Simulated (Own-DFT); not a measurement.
## Calculated data, InGa$_{3}$As$_{4}$ (zincblende random alloy, strained, atoms displaced)

All values are calculated (Own-DFT development build). A calculation, not a measurement: plane-wave PBE density functional theory by an unreviewed code, no spin, of a simulated periodic cell, stress positive in tension, free energy of the whole cell less one offset for each atom, forces on such cells passed a denser k mesh, this cell's mesh not checked; offsets are fitted by least squares, one for each functional and potential file, so energies compare only between cells with the same atoms and settings and are not formation energies; the far tail of each file's local potential was reset to the Coulomb form; each entry is a single point on an unrelaxed cell, so the pressure reflects the starting lattice, mostly measured values, from which strain is counted, and rises with the displacements; printed positions are rounded, which can move forces by about a meV/angstrom; the program is a retired in-house code; no spin-orbit coupling.

Common to all runs: functional PBE; potential files PseudoDojo norm-conserving, scalar-relativistic, standard set; wave cutoff 42 hartree; occupations Fermi-Dirac; smearing width 0.1 eV; k mesh 3 x 3 x 3 centred on Gamma.

(1) InGa$_{3}$As$_{4}$ (zincblende random alloy, strained, atoms displaced)

```
InGa3As4
1.0
     11.3066     0.0000     0.0000
      0.0000    11.3066     0.0000
      0.0000     0.0000    11.7318
In Ga In As Ga In Ga As In Ga In As Ga In Ga As Ga As Ga As Ga In Ga As Ga As
1 2 1 4 2 1 1 4 1 2 1 4 1 2 1 4 4 4 4 4 1 1 2 4 4 4
Direct
  0.01101 0.00365 0.99910
  0.99782 0.24680 0.24546
  0.25879 0.01067 0.24838
  0.25246 0.25469 0.00939
  0.12013 0.12361 0.12247
  0.13515 0.37787 0.37784
  0.37896 0.13003 0.38035
  0.37194 0.37708 0.12777
  0.00524 0.00316 0.49946
  0.00450 0.24227 0.75433
  0.24727 0.00294 0.75079
  0.24552 0.25072 0.50084
  0.13628 0.13079 0.62161
  0.12279 0.37681 0.87212
  0.36966 0.11969 0.87919
  0.37773 0.37770 0.62575
  0.99319 0.49472 0.00584
  0.00426 0.74801 0.24984
  0.24560 0.50740 0.25299
  0.24967 0.74828 0.99184
  0.12883 0.62815 0.11606
  0.12731 0.87931 0.38024
  0.37840 0.62402 0.38089
  0.36726 0.87391 0.12133
  0.99897 0.48810 0.49750
  0.00419 0.74274 0.75677
  0.24895 0.49630 0.75452
  0.25696 0.74265 0.49885
  0.12518 0.62387 0.63225
  0.12808 0.87835 0.87563
  0.37322 0.62304 0.87305
  0.36932 0.87706 0.61956
  0.50124 0.00165 0.00278
  0.50242 0.25014 0.24378
  0.74372 0.99569 0.25456
  0.75353 0.25269 0.99723
  0.62679 0.11780 0.12741
  0.62708 0.37361 0.37448
  0.87284 0.12583 0.37748
  0.87218 0.37188 0.12091
  0.49909 0.00020 0.50559
  0.49678 0.24943 0.74605
  0.74336 0.00374 0.74420
  0.74788 0.24902 0.49697
  0.63042 0.12700 0.63037
  0.62910 0.37813 0.88133
  0.87697 0.13017 0.87873
  0.86549 0.37919 0.62116
  0.49663 0.49849 0.00038
  0.49887 0.75667 0.24874
  0.74977 0.49337 0.25021
  0.75366 0.75266 0.00407
  0.63175 0.62589 0.12412
  0.62527 0.87262 0.37196
  0.86770 0.62862 0.36867
  0.87134 0.88279 0.13117
  0.50139 0.50266 0.50006
  0.49858 0.75044 0.75540
  0.74675 0.49824 0.74241
  0.75444 0.75395 0.50008
  0.62555 0.62322 0.62735
  0.61675 0.87296 0.87915
  0.87170 0.62477 0.87292
  0.87361 0.87833 0.62914
```

```
free energy of cell above offsets : -20.758 eV
pressure                          : 6.11 GPa
stress xx                         : -6.68 GPa
stress yy                         : -6.84 GPa
stress zz                         : -4.81 GPa
stress yz                         : -0.2 GPa
stress xz                         : 0.3 GPa
stress xy                         : -0.28 GPa
```

Force:
```
element  x (eV/Å)  y (eV/Å)  z (eV/Å)
     In     -2.21    -1.103     -0.32
     Ga     0.062     0.318      0.64
     Ga     -0.61    -0.498     0.351
     In    -0.854    -0.503    -1.425
     As     1.406     1.109     3.001
     As    -1.169     -0.47    -0.776
     As     0.088     0.091    -0.358
     As     1.457     1.634     1.582
     Ga    -0.485     0.039     0.433
     Ga    -0.368     0.798    -0.822
     In     0.498    -0.448    -0.512
     Ga     1.382     0.609    -0.236
     As    -2.275     0.303    -0.372
     As    -1.008    -1.574      0.48
     As     2.129     1.009     0.261
     As     0.484    -0.918    -1.133
     In      0.67     0.979    -1.185
     Ga    -0.198     0.515      0.05
     Ga     0.527     0.127    -0.216
     In     0.501     0.393     0.119
     As    -0.807    -0.612     2.497
     As     0.532    -0.516    -0.753
     As    -0.506    -0.617    -0.407
     As      0.47     1.876     0.318
     Ga    -0.218     1.309     0.057
     In    -0.618     1.299    -0.377
     In     0.371     0.077    -0.841
     Ga    -1.095     0.458      0.43
     As     0.302     -0.47    -3.046
     As    -0.552    -0.441     -0.61
     As     2.218    -0.175      0.12
     As     1.155    -1.117     0.084
     Ga    -0.466     -0.28     -0.05
     Ga    -0.005     0.009     0.491
     Ga     0.555     0.516     0.186
     Ga    -0.623    -0.518     0.325
     As     0.149      0.84    -0.429
     As      -0.6    -0.004     -0.09
     As     0.243    -0.211    -0.352
     As    -1.103    -1.279       2.2
     Ga      0.56     0.018    -0.335
     Ga      0.26     -0.01     0.951
     Ga     0.681    -0.748     1.417
     Ga     0.085     0.079     0.269
     As    -1.072     0.458    -1.034
     As    -0.657    -0.291    -0.894
     As    -0.935    -0.293      -1.2
     As     1.034    -1.167     0.276
     Ga     0.471     0.448     0.258
     In    -0.303    -0.999    -0.591
     Ga    -0.027     0.424    -0.215
     Ga    -0.038     0.138    -0.335
     As    -0.219    -0.934    -0.443
     As     0.603     1.175     2.151
     As     0.992    -0.654     0.444
     As     0.309    -0.973    -0.048
     Ga     0.342    -0.475     0.198
     Ga    -0.196     0.016    -0.848
     Ga     0.006     0.219     1.004
     Ga    -0.322    -0.131     0.197
     As    -0.285     0.849    -0.394
     As     0.982     0.379    -0.145
     As    -1.795    -0.548     0.676
     As     0.096     0.464    -0.673
```

(2) InGa$_{3}$As$_{4}$ (zincblende random alloy, strained, atoms displaced)

```
InGa3As4
1.0
     11.3066     0.0000     0.0000
      0.0000    11.3066     0.0000
      0.0000     0.0000    11.7318
Ga In Ga As Ga As Ga In Ga As Ga As In Ga In As In Ga In As Ga In As Ga As
2 1 1 4 4 4 1 1 2 4 4 4 1 2 1 4 1 1 2 4 3 1 4 4 4
Direct
  0.99385 0.99935 0.00213
  0.99211 0.24608 0.24920
  0.24413 0.00735 0.24703
  0.24635 0.24685 0.00070
  0.13069 0.13278 0.12257
  0.12548 0.37399 0.38102
  0.38043 0.11604 0.37284
  0.37679 0.36619 0.11876
  0.00074 0.99666 0.50230
  0.00153 0.25171 0.74757
  0.24133 0.99177 0.74634
  0.25308 0.24673 0.51239
  0.12389 0.12873 0.62238
  0.12461 0.37863 0.87932
  0.37301 0.12888 0.86998
  0.37691 0.38672 0.62165
  0.00568 0.50019 0.99846
  0.99644 0.74094 0.25477
  0.24936 0.48849 0.24222
  0.25276 0.74960 0.99400
  0.12867 0.62406 0.12029
  0.13209 0.87971 0.37384
  0.37866 0.62308 0.37663
  0.37582 0.87144 0.12828
  0.00240 0.50157 0.50506
  0.00332 0.74933 0.75417
  0.24843 0.49476 0.75215
  0.24797 0.74469 0.49711
  0.12597 0.63140 0.63222
  0.11975 0.88056 0.87224
  0.36929 0.62497 0.87775
  0.36811 0.87001 0.62770
  0.49911 0.00387 0.99343
  0.50128 0.25119 0.25105
  0.75827 0.00087 0.24251
  0.74964 0.24440 0.99803
  0.62201 0.13204 0.12647
  0.61935 0.36934 0.37047
  0.87306 0.12554 0.37230
  0.87437 0.37696 0.12346
  0.50455 0.00233 0.50317
  0.48817 0.24650 0.74618
  0.75925 0.00028 0.74614
  0.75012 0.25094 0.49536
  0.62495 0.12545 0.63001
  0.62389 0.37092 0.87940
  0.87419 0.12338 0.87014
  0.87123 0.37592 0.61792
  0.50616 0.49916 0.99538
  0.49688 0.75196 0.25571
  0.74901 0.50669 0.25635
  0.75320 0.75344 0.00751
  0.62628 0.62239 0.12644
  0.62333 0.87894 0.37341
  0.87541 0.61407 0.37848
  0.87609 0.87449 0.12551
  0.49101 0.49755 0.50110
  0.51083 0.75352 0.75033
  0.75112 0.49338 0.75349
  0.75375 0.75036 0.50861
  0.62777 0.62407 0.62268
  0.62564 0.87114 0.86926
  0.87752 0.62662 0.87675
  0.87608 0.86947 0.62603
```

```
free energy of cell above offsets : -21.718 eV
pressure                          : 5.84 GPa
stress xx                         : -6.41 GPa
stress yy                         : -6.44 GPa
stress zz                         : -4.67 GPa
stress yz                         : -0.1 GPa
stress xz                         : 0.13 GPa
stress xy                         : -0.34 GPa
```

Force:
```
element  x (eV/Å)  y (eV/Å)  z (eV/Å)
     Ga     0.641     0.566    -0.153
     Ga     0.742     0.837     -0.06
     In     0.975    -0.593    -0.292
     Ga     0.606     0.579    -0.899
     As    -2.496     0.247    -0.839
     As     0.025    -0.421    -0.299
     As     -0.42     2.645     0.279
     As       0.3     0.518     0.159
     Ga    -0.016     0.091     -0.47
     Ga    -0.184     0.368     0.132
     Ga     0.532     0.923    -0.078
     Ga     0.512     0.404    -1.492
     As    -0.279    -0.737      0.63
     As     0.076    -0.901    -0.644
     As    -1.799     0.007     -0.64
     As    -0.816    -1.502     1.132
     Ga    -0.647      0.29     0.426
     In     0.858     0.563    -0.081
     Ga     0.154     0.399     0.468
     Ga    -0.423     0.565       0.6
     As     0.599    -0.434    -0.329
     As    -1.214    -1.044     1.701
     As    -0.872    -0.263    -0.559
     As    -0.188    -0.721    -0.617
     Ga     0.436    -0.056     0.146
     Ga    -0.419     0.038     0.023
     Ga     0.032     0.673     0.059
     Ga     0.238     0.257     0.128
     As     0.047    -0.777    -0.554
     As     0.097    -0.447     0.917
     As     1.221    -0.311    -0.809
     As     0.213    -0.511     0.209
     In     0.139    -0.566     0.631
     Ga    -0.829    -0.408    -0.142
     Ga    -1.094      0.26     0.488
     In     0.601     0.437     0.353
     As     0.075    -1.182     1.445
     As     -0.46     1.846    -0.151
     As     1.091    -1.591    -0.503
     As     0.591     0.793     0.795
     In    -0.627    -0.812     0.709
     Ga     0.903     0.909    -0.108
     In    -1.179    -0.574      0.04
     In    -0.809    -0.377     0.242
     As    -0.412     1.322     0.591
     As     -0.99     0.684    -1.908
     As     2.315     0.556     0.689
     As     1.307     0.812     1.735
     Ga    -0.728     0.225     0.446
     Ga     0.491    -0.306    -0.323
     Ga    -0.381    -1.066    -0.634
     In    -0.892    -0.655    -1.157
     As    -1.116    -0.345      1.01
     As     1.785    -1.157    -0.772
     As    -0.881     0.238     1.477
     As     0.976     1.631     0.699
     Ga     1.642     0.729    -0.886
     Ga    -1.394    -0.922    -0.502
     Ga    -0.122     0.434    -0.076
     Ga    -0.477    -0.259    -1.357
     As    -0.277     -0.52     0.393
     As     0.186     0.163     0.193
     As     0.466    -0.969    -0.731
     As      1.57    -0.585    -0.879
```

(3) InGa$_{3}$As$_{4}$ (zincblende random alloy, strained, atoms displaced)

```
InGa3As4
1.0
     11.3066     0.0000     0.0000
      0.0000    11.3066     0.0000
      0.0000     0.0000    11.7318
Ga In Ga As In Ga As Ga As Ga In As Ga In As In Ga As Ga As Ga As
1 2 1 4 2 2 4 4 4 2 2 4 3 1 4 1 3 4 4 4 4 4
Direct
  0.00258 0.99126 0.99634
  0.99612 0.24624 0.24090
  0.24912 0.00057 0.25184
  0.25396 0.24848 0.01554
  0.12744 0.11989 0.12660
  0.12569 0.37240 0.37070
  0.37535 0.12372 0.37548
  0.37316 0.37559 0.12352
  0.00961 0.99688 0.50038
  0.00497 0.25581 0.75546
  0.25122 0.99356 0.74226
  0.24391 0.24915 0.50707
  0.12421 0.12516 0.62004
  0.12632 0.36924 0.87249
  0.37262 0.12566 0.87282
  0.37599 0.37131 0.62383
  0.00653 0.50045 0.00205
  0.00019 0.75197 0.24261
  0.24525 0.50299 0.24896
  0.25012 0.75638 0.99783
  0.12631 0.62817 0.12557
  0.11805 0.87410 0.37426
  0.37560 0.62888 0.37108
  0.38019 0.87385 0.12818
  0.99740 0.50119 0.49371
  0.00005 0.74850 0.74901
  0.25002 0.50350 0.74371
  0.24611 0.74498 0.50387
  0.12760 0.62019 0.62370
  0.12989 0.87389 0.88096
  0.37806 0.62083 0.87216
  0.36759 0.87669 0.62347
  0.50351 0.00080 0.00671
  0.49948 0.25398 0.25175
  0.75235 0.99720 0.24775
  0.74733 0.25497 0.00199
  0.62708 0.11478 0.12379
  0.61734 0.37153 0.37454
  0.86893 0.12384 0.37641
  0.87445 0.37662 0.12561
  0.49976 0.00165 0.49720
  0.50002 0.24869 0.74558
  0.74588 0.00431 0.75279
  0.75367 0.24854 0.50142
  0.62199 0.12368 0.62225
  0.62836 0.37051 0.87224
  0.86361 0.12501 0.87517
  0.87899 0.37438 0.62323
  0.49468 0.50448 0.98945
  0.50169 0.75076 0.25491
  0.74611 0.49783 0.25820
  0.74556 0.75139 0.00032
  0.62070 0.62232 0.12836
  0.61868 0.87841 0.38029
  0.87518 0.62946 0.36993
  0.88036 0.87475 0.12739
  0.50715 0.50664 0.50501
  0.50405 0.74797 0.74513
  0.75322 0.50066 0.75425
  0.74898 0.75381 0.50043
  0.63084 0.62529 0.62761
  0.62633 0.87476 0.88137
  0.87524 0.62801 0.87814
  0.87452 0.87008 0.62469
```

```
free energy of cell above offsets : -21.242 eV
pressure                          : 6.03 GPa
stress xx                         : -6.65 GPa
stress yy                         : -6.7 GPa
stress zz                         : -4.74 GPa
stress yz                         : -0.44 GPa
stress xz                         : -0.83 GPa
stress xy                         : 0.1 GPa
```

Force:
```
element  x (eV/Å)  y (eV/Å)  z (eV/Å)
     Ga    -0.516      1.06     0.176
     In     0.046    -0.192     1.088
     In     0.418    -0.806     0.244
     Ga    -0.448    -0.394    -1.498
     As    -0.612    -0.043    -2.297
     As     0.371     0.603     0.937
     As    -0.512     2.409    -0.039
     As     0.641     0.782     0.411
     In    -2.153      0.31     0.064
     In    -1.517    -1.911    -0.944
     Ga     -0.45     0.979     1.064
     Ga     0.833      0.31     -1.08
     As     1.383     0.268     1.583
     As     1.714     1.503     3.223
     As     0.156    -0.218     0.378
     As     0.849    -0.231    -0.945
     Ga    -0.396    -0.166    -0.367
     Ga     0.103    -0.294     0.665
     Ga     0.534    -0.217     0.195
     Ga     0.999    -0.855     0.628
     As     0.204      0.05    -0.412
     As     0.515    -1.817    -1.507
     As     0.604    -1.211    -0.126
     As      0.29    -0.647    -0.829
     Ga     0.173    -0.127     -0.01
     Ga     0.151    -0.087     0.217
     In     0.468    -1.264     1.074
     In     0.194     0.564    -1.252
     As    -3.214     0.273    -0.171
     As    -0.444     0.089    -1.579
     As    -0.059     1.989     0.333
     As     1.321    -0.507     1.191
     Ga    -0.837     -0.29    -0.984
     Ga    -0.312    -0.889    -0.623
     Ga    -0.192    -0.137     0.558
     In    -0.004    -0.622     0.753
     As    -0.558     0.713     1.347
     As     0.874     0.395     0.838
     As    -0.488    -0.273    -0.062
     As    -0.218     2.282    -0.112
     In    -0.898     0.162     1.004
     Ga    -0.029    -0.105     0.426
     Ga    -0.063    -0.722    -0.433
     Ga    -0.554     0.244    -0.042
     As     1.292     1.006      1.17
     As    -1.666     1.507    -1.219
     As     1.597    -1.354    -0.143
     As    -0.999     1.028    -0.739
     Ga     0.931     -0.92     1.002
     Ga      0.14    -0.012    -0.395
     Ga     0.064     0.029    -0.528
     Ga     0.376    -0.372     0.636
     As     0.213    -0.007    -0.292
     As     2.094    -1.658    -1.851
     As    -0.199         0     0.319
     As    -0.744     0.016    -0.666
     Ga    -0.791    -0.468    -0.556
     Ga    -0.337     0.519     0.553
     Ga     0.217    -0.214    -0.167
     Ga     0.054    -0.284    -0.356
     As     0.199     0.047    -0.114
     As    -0.506     0.185    -0.845
     As     0.242    -0.239       0.1
     As    -0.542     0.236     1.002
```

(4) InGa$_{3}$As$_{4}$ (zincblende random alloy, strained, atoms displaced)

```
InGa3As4
1.0
     11.3066     0.0000     0.0000
      0.0000    11.3066     0.0000
      0.0000     0.0000    11.7318
Ga As Ga In Ga As Ga In As In Ga In Ga As Ga In Ga As Ga In Ga As Ga In Ga As Ga As
4 4 2 1 1 4 3 1 4 1 1 1 1 4 2 1 1 4 1 2 1 4 2 1 1 4 4 4
Direct
  0.00583 0.00671 0.99078
  0.00637 0.24796 0.25017
  0.25196 0.00199 0.25306
  0.25762 0.25543 0.99789
  0.12811 0.12730 0.12691
  0.12474 0.37668 0.36893
  0.38124 0.12665 0.37065
  0.38017 0.37764 0.12236
  0.00483 0.00070 0.49453
  0.99210 0.24809 0.75016
  0.25474 0.99585 0.75388
  0.24908 0.25093 0.49177
  0.13039 0.11880 0.62614
  0.12504 0.36687 0.87924
  0.37163 0.12058 0.87213
  0.37162 0.37524 0.63137
  0.00103 0.49490 0.99501
  0.00038 0.74630 0.24515
  0.24277 0.49951 0.24786
  0.24923 0.74521 0.99158
  0.12857 0.61622 0.12441
  0.10961 0.87543 0.37608
  0.37650 0.62398 0.37432
  0.36771 0.87960 0.11495
  0.99313 0.50062 0.49244
  0.99709 0.75184 0.74925
  0.24349 0.50209 0.75797
  0.25675 0.74790 0.49928
  0.12623 0.62389 0.61961
  0.11938 0.87707 0.87569
  0.37552 0.62251 0.87838
  0.37392 0.87957 0.62064
  0.50063 0.01121 0.99846
  0.50915 0.25034 0.24972
  0.75257 0.00263 0.24370
  0.75257 0.25355 0.00247
  0.62511 0.12358 0.12280
  0.62410 0.37573 0.37529
  0.87663 0.12453 0.37772
  0.87392 0.38094 0.12685
  0.49631 0.00100 0.50194
  0.50239 0.25080 0.74942
  0.75271 0.99855 0.74868
  0.75256 0.24891 0.50420
  0.62419 0.12089 0.63028
  0.62084 0.37772 0.87903
  0.87032 0.12854 0.87155
  0.88205 0.37780 0.61822
  0.49689 0.50521 0.00202
  0.49150 0.75019 0.25629
  0.75283 0.49927 0.24813
  0.74579 0.74823 0.99928
  0.62295 0.62984 0.11687
  0.62828 0.88106 0.36982
  0.87307 0.62923 0.37176
  0.87231 0.87528 0.12215
  0.49933 0.50432 0.49691
  0.50233 0.75682 0.75073
  0.75250 0.49840 0.75726
  0.74899 0.74983 0.50342
  0.61700 0.62140 0.62548
  0.61629 0.87679 0.87557
  0.87780 0.62442 0.87133
  0.87389 0.87216 0.62423
```

```
free energy of cell above offsets : -21.405 eV
pressure                          : 5.94 GPa
stress xx                         : -6.47 GPa
stress yy                         : -6.7 GPa
stress zz                         : -4.66 GPa
stress yz                         : -0.5 GPa
stress xz                         : -0.03 GPa
stress xy                         : 0.07 GPa
```

Force:
```
element  x (eV/Å)  y (eV/Å)  z (eV/Å)
     Ga    -0.699     0.162     1.029
     Ga    -0.717      0.11     -0.22
     Ga    -0.395    -0.485    -0.128
     Ga    -0.164    -0.704     0.496
     As      0.24    -0.044    -0.564
     As     0.667    -0.845    -0.181
     As     -0.31     0.072     0.268
     As    -0.201    -0.139     0.693
     Ga    -0.723     0.374     1.243
     Ga     0.882      0.04    -0.531
     In     -0.96    -0.579    -0.464
     Ga     0.269    -0.049     0.658
     As    -1.251     1.422    -1.101
     As    -1.135    -0.628     0.194
     As     0.905     1.422     2.135
     As    -0.228     0.327    -2.429
     Ga    -0.139     0.131     0.373
     Ga    -0.134     0.137    -0.284
     Ga     1.184    -0.324     0.149
     In    -0.772     0.514     0.954
     As    -1.334     0.236     0.112
     As     2.042    -0.774     -0.75
     As    -0.735    -0.354    -0.207
     As     1.191     0.662     1.647
     In     1.224     0.675     -0.31
     Ga       0.4    -0.165    -0.462
     In    -0.056     -0.13    -0.624
     Ga    -0.834     0.383    -0.178
     As    -0.195     1.497     0.308
     As     -1.16     -0.56    -0.469
     As     2.148     0.113    -1.162
     As     0.965    -1.503    -0.561
     Ga    -0.487    -0.785     0.098
     Ga    -0.506     0.129    -0.293
     In     0.353     0.182     0.591
     Ga    -0.282     0.156    -0.031
     As    -0.537      1.48     -0.97
     As    -0.288     -0.67     1.044
     As      0.59     0.998     0.379
     As      1.74    -1.944    -1.417
     Ga     0.742     0.135    -0.551
     In    -0.273    -0.036     0.304
     In    -0.348    -0.784      0.41
     Ga    -0.387    -0.097      -0.1
     As     0.031     0.336    -2.459
     As       1.1     0.632      0.86
     As     0.889      0.73     1.428
     As    -1.892    -1.357      2.19
     Ga     0.437    -0.161     -0.06
     Ga     0.652      0.83    -1.167
     In     -1.38     0.959     0.184
     Ga     0.362     0.458    -0.515
     As    -0.828     0.216     0.755
     As    -1.353    -1.331     1.583
     As    -0.335     1.816     -0.02
     As     1.581    -0.986    -1.555
     Ga    -0.371    -0.874     0.473
     Ga    -0.667    -0.644    -0.409
     Ga    -0.333    -0.187    -0.828
     Ga    -0.503    -0.029    -0.314
     As     0.956     0.358     0.366
     As     0.312    -0.292     0.934
     As    -0.096     0.207     0.557
     As     1.144    -0.442      -1.1
```
